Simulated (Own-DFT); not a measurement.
## Calculated data, Hf$_{36}$O$_{71}$ (tetragonal hafnia with one neutral oxygen vacancy, atoms displaced)

Computed with Own-DFT development build. A calculation, not a measurement: plane-wave PBE and HSE06 DFT by an unreviewed code, no spin, of a simulated cell at Gamma alone, so results move with cell size and shape, stress positive in tension, energies less offsets, not probed for a lower state with spin; hafnium file: forces about 75 meV/angstrom off all-electron values; oxygen file: force components 24 meV/angstrom off all-electron in a glass; k mesh not checked against a denser one; forces and stress are PBE's, HSE06 gives the energy alone, and its difference from PBE has offsets of its own; offsets are fitted by least squares, one for each functional and potential file, so energies compare only between cells with the same atoms and settings and are not formation energies; the far tail of each file's local potential was reset to the Coulomb form; each entry is a single point on an unrelaxed cell, so the pressure reflects the starting lattice, taken from the Materials Project, from which strain is counted, and rises with the displacements; printed positions are rounded, which can move forces by about a meV/angstrom; the program is a retired in-house code; no spin-orbit coupling.

Common to all runs: first functional PBE; second functional HSE06; exact exchange share 0.25; screening 0.11 1/bohr; exchange divergence Gygi-Baldereschi; potential files PseudoDojo norm-conserving, scalar-relativistic, made for PBE, standard set; wave cutoff 48 hartree; occupations fixed; k mesh 1 x 1 x 1 centred on Gamma.

```yaml
- entry: 1
  formula: Hf36O71
  kind: "tetragonal hafnia with one neutral oxygen vacancy, atoms displaced"
  structure:
    cell_angstrom: [[10.78, 0.0, 0.0], [0.0, 10.78, 0.0], [0.0, 0.0, 10.4493]]
    atoms_fractional:
      - [Hf, 0.00078, 0.00199, 0.99639]
      - [Hf, 0.16656, 0.17216, 0.24792]
      - [O, 0.0037, 0.16929, 0.15498]
      - [O, 0.16718, 0.00132, 0.34712]
      - [O, 0.00326, 0.16744, 0.4028]
      - [O, 0.16772, 0.99991, 0.09953]
      - [Hf, 0.00517, 0.00074, 0.49774]
      - [Hf, 0.16485, 0.16296, 0.74498]
      - [O, 0.99763, 0.16772, 0.65222]
      - [O, 0.16559, 0.00365, 0.84772]
      - [O, 0.99974, 0.17145, 0.90737]
      - [O, 0.16355, 0.00186, 0.59954]
      - [Hf, 0.9947, 0.33661, 0.00011]
      - [Hf, 0.16284, 0.49584, 0.25354]
      - [O, 0.00256, 0.49861, 0.14879]
      - [O, 0.99733, 0.50246, 0.4048]
      - [O, 0.16653, 0.33824, 0.09633]
      - [Hf, 0.99772, 0.33108, 0.49904]
      - [Hf, 0.16926, 0.50035, 0.75269]
      - [O, 0.00193, 0.49459, 0.65097]
      - [O, 0.16463, 0.33639, 0.8492]
      - [O, 0.99965, 0.4995, 0.90552]
      - [O, 0.16819, 0.33224, 0.59738]
      - [Hf, 0.00355, 0.66683, 0.00082]
      - [Hf, 0.16407, 0.83347, 0.24892]
      - [O, 0.99841, 0.82924, 0.15126]
      - [O, 0.1677, 0.66617, 0.34754]
      - [O, 0.99882, 0.83249, 0.40611]
      - [O, 0.16392, 0.66796, 0.09966]
      - [Hf, 0.00126, 0.66535, 0.49914]
      - [Hf, 0.16267, 0.83212, 0.75344]
      - [O, 0.99738, 0.83357, 0.64848]
      - [O, 0.16669, 0.66768, 0.8463]
      - [O, 0.0029, 0.83291, 0.90125]
      - [O, 0.16891, 0.66409, 0.6015]
      - [Hf, 0.33506, 0.99523, 0.99714]
      - [Hf, 0.50039, 0.16581, 0.25204]
      - [O, 0.33297, 0.16532, 0.14703]
      - [O, 0.5014, 0.00259, 0.34521]
      - [O, 0.33115, 0.17253, 0.40812]
      - [O, 0.50411, 0.00137, 0.09946]
      - [Hf, 0.3352, 0.99603, 0.50301]
      - [Hf, 0.50732, 0.16801, 0.74962]
      - [O, 0.33022, 0.16895, 0.64952]
      - [O, 0.50277, 0.99909, 0.84676]
      - [O, 0.334, 0.16606, 0.90508]
      - [O, 0.50578, 0.00266, 0.60021]
      - [Hf, 0.32849, 0.33458, 0.00266]
      - [Hf, 0.50037, 0.5005, 0.24703]
      - [O, 0.33282, 0.49634, 0.15374]
      - [O, 0.4925, 0.33194, 0.349]
      - [O, 0.32995, 0.50073, 0.40471]
      - [O, 0.49963, 0.33772, 0.09984]
      - [Hf, 0.33471, 0.33198, 0.49777]
      - [Hf, 0.50195, 0.49937, 0.75021]
      - [O, 0.328, 0.50248, 0.65503]
      - [O, 0.49857, 0.3346, 0.84639]
      - [O, 0.33809, 0.49929, 0.90542]
      - [O, 0.50156, 0.33347, 0.59459]
      - [Hf, 0.33183, 0.66987, 0.00219]
      - [Hf, 0.50114, 0.83385, 0.24485]
      - [O, 0.33618, 0.83188, 0.15654]
      - [O, 0.49908, 0.65998, 0.34363]
      - [O, 0.33679, 0.8307, 0.39956]
      - [O, 0.50498, 0.6625, 0.09753]
      - [Hf, 0.33199, 0.66048, 0.49467]
      - [Hf, 0.49394, 0.83281, 0.75094]
      - [O, 0.33373, 0.83536, 0.65304]
      - [O, 0.49834, 0.66664, 0.8483]
      - [O, 0.33212, 0.83169, 0.89839]
      - [O, 0.50176, 0.66179, 0.60158]
      - [Hf, 0.66359, 0.99617, 0.00178]
      - [Hf, 0.83677, 0.16523, 0.25546]
      - [O, 0.67119, 0.17115, 0.15102]
      - [O, 0.83709, 0.99831, 0.35243]
      - [O, 0.66724, 0.16621, 0.40934]
      - [O, 0.83532, 0.00157, 0.10064]
      - [Hf, 0.66789, 0.00787, 0.50419]
      - [Hf, 0.83221, 0.1686, 0.74804]
      - [O, 0.66492, 0.16765, 0.64623]
      - [O, 0.83149, 0.00176, 0.85183]
      - [O, 0.65972, 0.16798, 0.90483]
      - [O, 0.83307, 0.00182, 0.59754]
      - [Hf, 0.66233, 0.33597, 0.00039]
      - [Hf, 0.83035, 0.50305, 0.25044]
      - [O, 0.66932, 0.49791, 0.15241]
      - [O, 0.83198, 0.32887, 0.35373]
      - [O, 0.66692, 0.50314, 0.39885]
      - [O, 0.83447, 0.33452, 0.10111]
      - [Hf, 0.66693, 0.332, 0.50037]
      - [Hf, 0.83138, 0.50398, 0.75007]
      - [O, 0.66877, 0.49981, 0.652]
      - [O, 0.83642, 0.33493, 0.85493]
      - [O, 0.66314, 0.50254, 0.90283]
      - [O, 0.83609, 0.3313, 0.59489]
      - [Hf, 0.67032, 0.6684, 0.998]
      - [Hf, 0.83243, 0.83148, 0.25232]
      - [O, 0.66683, 0.8324, 0.15209]
      - [O, 0.83075, 0.66819, 0.34624]
      - [O, 0.66424, 0.83073, 0.40029]
      - [O, 0.83461, 0.67049, 0.09671]
      - [Hf, 0.6726, 0.66312, 0.49449]
      - [Hf, 0.83198, 0.83484, 0.74774]
      - [O, 0.66788, 0.83553, 0.648]
      - [O, 0.83276, 0.66091, 0.85239]
      - [O, 0.66696, 0.83894, 0.90396]
      - [O, 0.83222, 0.6675, 0.59516]
  results:
    "PBE_energy_of_cell_above_offsets [eV]": "-100.735"
    "HSE06_less_PBE_above_offsets [eV]": "-0.133"
    "PBE_pressure [GPa]": 0.68
    "PBE_stress_xx [GPa]": 0.24
    "PBE_stress_yy [GPa]": -1.1
    "PBE_stress_zz [GPa]": -1.18
    "PBE_stress_yz [GPa]": -0.55
    "PBE_stress_xz [GPa]": 0.03
    "PBE_stress_xy [GPa]": 0.01
    force_element: [Hf, Hf, O, O, O, O, Hf, Hf, O, O, O, O, Hf, Hf, O, O, O, Hf, Hf, O, O, O, O, Hf, Hf, O, O, O, O, Hf, Hf, O, O, O, O, Hf, Hf, O, O, O, O, Hf, Hf, O, O, O, O, Hf, Hf, O, O, O, O, Hf, Hf, O, O, O, O, Hf, Hf, O, O, O, O, Hf, Hf, O, O, O, O, Hf, Hf, O, O, O, O, Hf, Hf, O, O, O, O, Hf, Hf, O, O, O, O, Hf, Hf, O, O, O, O, Hf, Hf, O, O, O, O, Hf, Hf, O, O, O, O]
    "force_x [eV/angstrom]": [-0.305, 0.471, -0.46, -0.008, 0.337, -0.007, -0.97, 0.707, -0.05, -0.03, -0.075, 0.852, 0.337, 0.478, -0.689, 0.313, -0.365, 0.922, -0.655, -0.611, 0.378, 0.076, -0.538, -0.62, 0.084, 0.216, -0.246, 0.284, 1.041, 0.657, -0.068, 0.324, 0.052, -0.04, -0.643, -0.312, -0.063, 0.271, -0.335, -0.404, -1.083, 0.026, -1.782, 0.943, -0.429, 0.022, -1.346, 0.594, -0.18, -0.54, 0.743, -0.428, -0.025, -0.298, -0.797, 1.422, 0.393, -0.397, 0.021, 0.618, 0.505, -0.616, -0.199, -0.046, -0.791, 0.627, 1.378, -0.611, 0.092, 0.008, -0.161, 1.379, -0.141, -0.651, -0.162, -0.127, -0.047, 0.248, 0.405, 0.952, 0.356, 0.13, 0.504, 0.573, 0.665, -0.068, -0.003, 0.302, -0.525, 0.291, 1.027, 0.106, -0.597, 0.035, -1.181, -0.252, -0.074, 0.24, 0.239, 0.055, -0.078, -1.665, -0.509, -0.133, -0.145, 0.168, 0.712]
    "force_y [eV/angstrom]": [0.292, -0.072, -0.15, -0.18, -0.031, -0.571, -0.291, 1.661, -0.152, -0.949, -1.051, -0.145, 0.021, -0.36, 0.387, -0.703, -0.338, 0.756, -0.651, 0.543, -0.769, 0.871, -0.14, -0.305, 0.233, 0.234, 0.079, -0.09, 0.273, 0.233, 0.114, -0.042, -0.046, 0.185, 0.587, 1.896, 0.668, 0.106, -0.312, -1.76, -0.379, 0.347, 0.016, -0.501, -0.007, -0.391, 0.014, -0.422, -0.692, 0.523, 0.301, -0.981, -0.224, 0.5, 0.724, -0.236, -0.32, 0.814, 0.142, -1.365, -0.476, -0.095, 1.137, 0.466, 0.331, 0.907, -0.574, 0.561, 0.475, 0.182, 0.157, 1.4, -0.036, -0.144, 0.254, 0.593, -0.158, -2.442, 0.068, 0.227, 0.05, -0.106, 0.205, -0.473, -1.303, 0.213, 0.967, -1.402, 0.178, 0.819, -1.021, -0.336, -0.062, -0.27, -0.165, 0.063, 0.996, 0.114, -0.436, 0.55, -0.387, 1.374, 0.16, -0.145, 1.518, -1.55, -0.281]
    "force_z [eV/angstrom]": [0.799, 0.199, 0.128, 0.168, -0.212, -0.626, 0.038, 0.569, 0.082, 0.133, -0.646, -0.019, 0.243, -0.438, 0.995, -0.736, 0.976, 0.526, -0.419, 0.506, -0.316, -0.399, -0.984, 0.02, 0.161, 0.415, 0.062, -0.702, -0.244, 0.931, -0.833, 0.738, 0.807, -0.284, -0.64, 0.489, -1.013, 1.129, 0.421, -1.089, -0.053, -0.267, 0.583, 0.659, 0.208, -0.194, -0.222, -0.465, -0.244, 0.36, -0.183, -0.668, -0.32, 1.103, -0.226, -0.098, -0.164, 0.088, 0.527, 0.042, 1.648, -1.187, 0.205, 0.567, -0.285, 1.213, -0.751, -0.212, 0.089, 0.336, -0.932, 0.161, -1.21, 1.034, -0.333, -1.299, -0.233, -0.406, 0.748, 0.722, -0.826, -0.667, 0.465, 0.574, -0.435, -0.131, -0.495, -0.054, 0.073, -0.212, 0.004, -0.091, -1.197, -0.245, 0.812, 0.066, -0.424, -0.298, 0.261, 0.03, 0.325, 0.822, -0.052, 1.06, -0.669, -0.445, 0.466]
- entry: 2
  formula: Hf36O71
  kind: "tetragonal hafnia with one neutral oxygen vacancy, atoms displaced"
  structure:
    cell_angstrom: [[10.78, 0.0, 0.0], [0.0, 10.78, 0.0], [0.0, 0.0, 10.4493]]
    atoms_fractional:
      - [Hf, 0.00749, 0.9951, 0.00051]
      - [Hf, 0.16813, 0.17, 0.25101]
      - [O, 0.00899, 0.16981, 0.1511]
      - [O, 0.16434, 0.99787, 0.34663]
      - [O, 0.99777, 0.17126, 0.40542]
      - [O, 0.17258, 0.00455, 0.10599]
      - [Hf, 0.00838, 0.99063, 0.4929]
      - [Hf, 0.17246, 0.16301, 0.7507]
      - [O, 0.98985, 0.15795, 0.64982]
      - [O, 0.16551, 0.00483, 0.85153]
      - [O, 0.00357, 0.16122, 0.9031]
      - [O, 0.16489, 0.00455, 0.59767]
      - [Hf, 0.99229, 0.34384, 0.00605]
      - [Hf, 0.16737, 0.50207, 0.25434]
      - [O, 0.99667, 0.50397, 0.15579]
      - [O, 0.16519, 0.328, 0.34715]
      - [O, 0.99835, 0.50054, 0.40316]
      - [O, 0.16578, 0.33512, 0.09863]
      - [Hf, 0.99673, 0.33269, 0.49909]
      - [Hf, 0.1665, 0.50275, 0.74269]
      - [O, 0.00573, 0.50593, 0.6577]
      - [O, 0.16807, 0.34602, 0.8484]
      - [O, 0.99633, 0.49776, 0.90444]
      - [O, 0.1584, 0.32284, 0.60033]
      - [Hf, 0.99699, 0.66572, 0.00141]
      - [Hf, 0.16253, 0.82689, 0.25978]
      - [O, 0.99701, 0.83058, 0.14283]
      - [O, 0.17482, 0.67404, 0.34408]
      - [O, 0.00439, 0.82703, 0.39425]
      - [O, 0.16622, 0.65892, 0.09404]
      - [Hf, 0.00349, 0.67147, 0.50105]
      - [Hf, 0.16763, 0.83725, 0.73831]
      - [O, 0.00315, 0.83625, 0.65169]
      - [O, 0.17176, 0.67115, 0.85152]
      - [O, 0.99866, 0.83199, 0.89906]
      - [O, 0.16482, 0.67217, 0.5931]
      - [Hf, 0.32902, 0.99274, 0.99501]
      - [Hf, 0.50569, 0.17639, 0.25461]
      - [O, 0.32801, 0.16404, 0.14946]
      - [O, 0.50719, 0.00665, 0.3495]
      - [O, 0.32618, 0.16441, 0.40073]
      - [O, 0.49965, 0.00035, 0.09583]
      - [Hf, 0.3342, 0.00137, 0.49624]
      - [Hf, 0.50671, 0.17013, 0.73701]
      - [O, 0.33006, 0.17044, 0.64986]
      - [O, 0.49995, 0.99889, 0.85017]
      - [O, 0.33077, 0.16276, 0.90615]
      - [O, 0.49503, 0.99978, 0.58991]
      - [Hf, 0.33622, 0.33362, 0.9978]
      - [Hf, 0.50154, 0.49451, 0.25316]
      - [O, 0.32335, 0.51173, 0.14798]
      - [O, 0.50254, 0.32729, 0.34379]
      - [O, 0.32931, 0.49449, 0.40388]
      - [O, 0.50213, 0.32936, 0.10197]
      - [Hf, 0.32819, 0.32733, 0.51446]
      - [Hf, 0.50089, 0.49613, 0.74551]
      - [O, 0.33712, 0.50798, 0.65997]
      - [O, 0.50385, 0.3319, 0.85569]
      - [O, 0.33114, 0.49838, 0.90596]
      - [O, 0.49517, 0.33297, 0.58556]
      - [Hf, 0.33903, 0.66571, 0.9978]
      - [Hf, 0.50029, 0.83247, 0.24845]
      - [O, 0.32944, 0.84178, 0.14879]
      - [O, 0.49696, 0.66808, 0.34164]
      - [O, 0.33488, 0.83279, 0.39646]
      - [O, 0.50647, 0.67343, 0.09983]
      - [Hf, 0.33396, 0.65544, 0.50011]
      - [Hf, 0.50664, 0.83109, 0.75294]
      - [O, 0.5041, 0.66695, 0.84205]
      - [O, 0.32415, 0.82717, 0.90179]
      - [O, 0.50995, 0.6724, 0.59031]
      - [Hf, 0.67227, 0.99352, 0.99649]
      - [Hf, 0.8333, 0.16994, 0.24647]
      - [O, 0.66888, 0.15873, 0.14384]
      - [O, 0.83649, 0.99884, 0.34813]
      - [O, 0.66979, 0.16603, 0.40066]
      - [O, 0.82978, 0.99286, 0.09534]
      - [Hf, 0.66368, 0.00782, 0.49729]
      - [Hf, 0.83999, 0.16582, 0.74104]
      - [O, 0.66521, 0.16981, 0.64093]
      - [O, 0.83639, 0.00466, 0.84328]
      - [O, 0.67109, 0.16402, 0.90047]
      - [O, 0.82824, 0.99565, 0.60039]
      - [Hf, 0.66417, 0.32506, 0.99986]
      - [Hf, 0.83475, 0.50124, 0.24619]
      - [O, 0.67071, 0.49718, 0.16336]
      - [O, 0.8334, 0.32628, 0.34788]
      - [O, 0.66498, 0.49326, 0.40529]
      - [O, 0.83818, 0.33671, 0.08919]
      - [Hf, 0.66974, 0.32814, 0.49941]
      - [Hf, 0.8358, 0.50859, 0.75313]
      - [O, 0.66364, 0.50265, 0.65152]
      - [O, 0.83641, 0.32936, 0.83625]
      - [O, 0.67263, 0.50326, 0.89803]
      - [O, 0.83618, 0.32839, 0.59452]
      - [Hf, 0.65673, 0.66745, 0.99812]
      - [Hf, 0.83155, 0.84107, 0.25375]
      - [O, 0.66109, 0.82399, 0.14558]
      - [O, 0.83401, 0.65704, 0.34595]
      - [O, 0.66867, 0.82873, 0.40067]
      - [O, 0.83487, 0.66863, 0.09548]
      - [Hf, 0.66117, 0.66836, 0.50679]
      - [Hf, 0.83627, 0.83554, 0.75734]
      - [O, 0.66137, 0.8345, 0.6512]
      - [O, 0.83128, 0.66375, 0.84593]
      - [O, 0.66199, 0.83407, 0.89796]
      - [O, 0.83818, 0.67129, 0.59486]
  results:
    "PBE_energy_of_cell_above_offsets [eV]": "-95.338"
    "HSE06_less_PBE_above_offsets [eV]": "0.148"
    "PBE_pressure [GPa]": 2.87
    "PBE_stress_xx [GPa]": -3.54
    "PBE_stress_yy [GPa]": -2.22
    "PBE_stress_zz [GPa]": -2.85
    "PBE_stress_yz [GPa]": -0.42
    "PBE_stress_xz [GPa]": 1.21
    "PBE_stress_xy [GPa]": -0.03
    force_element: [Hf, Hf, O, O, O, O, Hf, Hf, O, O, O, O, Hf, Hf, O, O, O, O, Hf, Hf, O, O, O, O, Hf, Hf, O, O, O, O, Hf, Hf, O, O, O, O, Hf, Hf, O, O, O, O, Hf, Hf, O, O, O, O, Hf, Hf, O, O, O, O, Hf, Hf, O, O, O, O, Hf, Hf, O, O, O, O, Hf, Hf, O, O, O, Hf, Hf, O, O, O, O, Hf, Hf, O, O, O, O, Hf, Hf, O, O, O, O, Hf, Hf, O, O, O, O, Hf, Hf, O, O, O, O, Hf, Hf, O, O, O, O]
    "force_x [eV/angstrom]": [0.241, 0.565, -2.625, -0.663, 0.075, -1.551, -1.732, -2.313, 3.345, 0.218, -0.105, 0.942, 3.914, -0.475, 0.999, 0.073, 0.8, 0.272, 0.145, -0.041, -1.209, 0.412, -0.436, 0.948, 1.018, 0.995, 0.532, 0.004, -0.479, -0.327, -2.176, 1.401, -0.605, -0.616, -0.435, 1.435, 0.964, -1.531, 1.715, -0.19, 0.658, 0.472, -0.335, -0.832, 1.526, -0.005, -0.201, 0.545, -2.026, 0.01, 2.668, -0.171, 0.191, -0.13, -2.011, 1.346, -0.478, -0.041, 1.279, 1.14, -2.208, -0.798, 0.489, -0.169, 0.065, -1.931, 0.723, -1.183, -0.266, 0.815, -4.539, -1.993, 1.419, 0.334, 0.088, 0.078, 1.262, 0.551, -1.02, -0.146, -0.449, -0.596, 0.352, 0.598, 0.068, -1.758, -0.285, -0.689, -3.139, 1.05, -0.273, 0.502, -0.161, -0.557, -0.872, 2.684, -0.687, 1.458, 0.135, 0.085, -1.31, 3.926, -0.245, 1.094, 0.238, 0.607, -0.461]
    "force_y [eV/angstrom]": [1.038, -0.843, -0.327, -0.131, -1.695, -0.633, 2.41, 1.516, 0.006, -1.805, 1.162, -0.451, -2.391, -0.99, -0.424, 2.026, 0.217, 0.564, -0.215, 0.408, -0.002, -1.655, 1.366, 0.78, 0.468, 3.016, 0.314, -3.429, 0.517, 0.625, -1.812, -0.753, 0.096, -0.772, 0.025, 0.084, 0.637, -3.973, 0.995, -0.567, 1.014, -0.444, -1.165, -1.535, 0.143, 0.454, 1.201, 0.38, -1.077, 0.999, -0.856, 2.291, -0.597, 0.671, -0.779, 0.366, -0.273, 0.017, 0.516, 0.049, -0.282, 1.514, -1.164, -1.532, 0.09, -0.995, 2.485, 1.434, -1.04, 0.807, -0.316, 1.377, -0.902, 1.301, 0.974, 0.634, 0.005, -2.422, 0.007, -0.082, -1.325, 0.225, -0.272, 0.287, 0.406, -0.11, 1.162, 0.505, -0.547, 1.305, -1.972, -0.384, 1.111, -1.133, 0.604, 0.04, -2.501, 0.919, 1.864, 1.013, -0.553, -0.335, 0.57, -0.176, 1.701, -0.91, -0.157]
    "force_z [eV/angstrom]": [0.49, -1.266, 0.489, 1.201, -0.124, -1.347, 0.601, 1.733, -0.636, -0.765, 0.097, 0.287, -1.963, -1.39, -0.438, 0.784, 0.504, -0.065, -0.705, 3.383, -0.994, -0.921, -0.537, 0.267, 0.166, -4.026, 1.389, 1.956, 0.206, 0.329, -0.479, 2.273, -0.906, -1.928, -0.436, 0.343, 1.93, -3.058, 0.921, -0.201, 0.811, -0.429, -0.98, 2.65, 0.027, -1.742, -1.259, 1.239, 0.7, -0.402, 1.214, 1.593, 0.371, 0.008, -2.942, 2.014, -1.939, -1.653, -0.558, 2.046, 0.722, -0.614, 0.596, 0.701, 1.596, -0.228, -0.694, -0.526, 0.513, -0.968, 1.661, 0.651, -0.33, 0.952, 0.093, -0.961, 0.601, 0.171, 1.68, 0.263, 0.614, -0.413, -1.027, -1.021, 1.445, -1.388, -0.497, 0.321, 1.749, -0.542, -0.338, 0.084, 0.625, 0.913, -0.097, 0.168, -1.773, 0.711, -0.031, -0.058, -0.283, -2.653, -1.219, 0.307, 0.339, -0.354, 0.598]
```
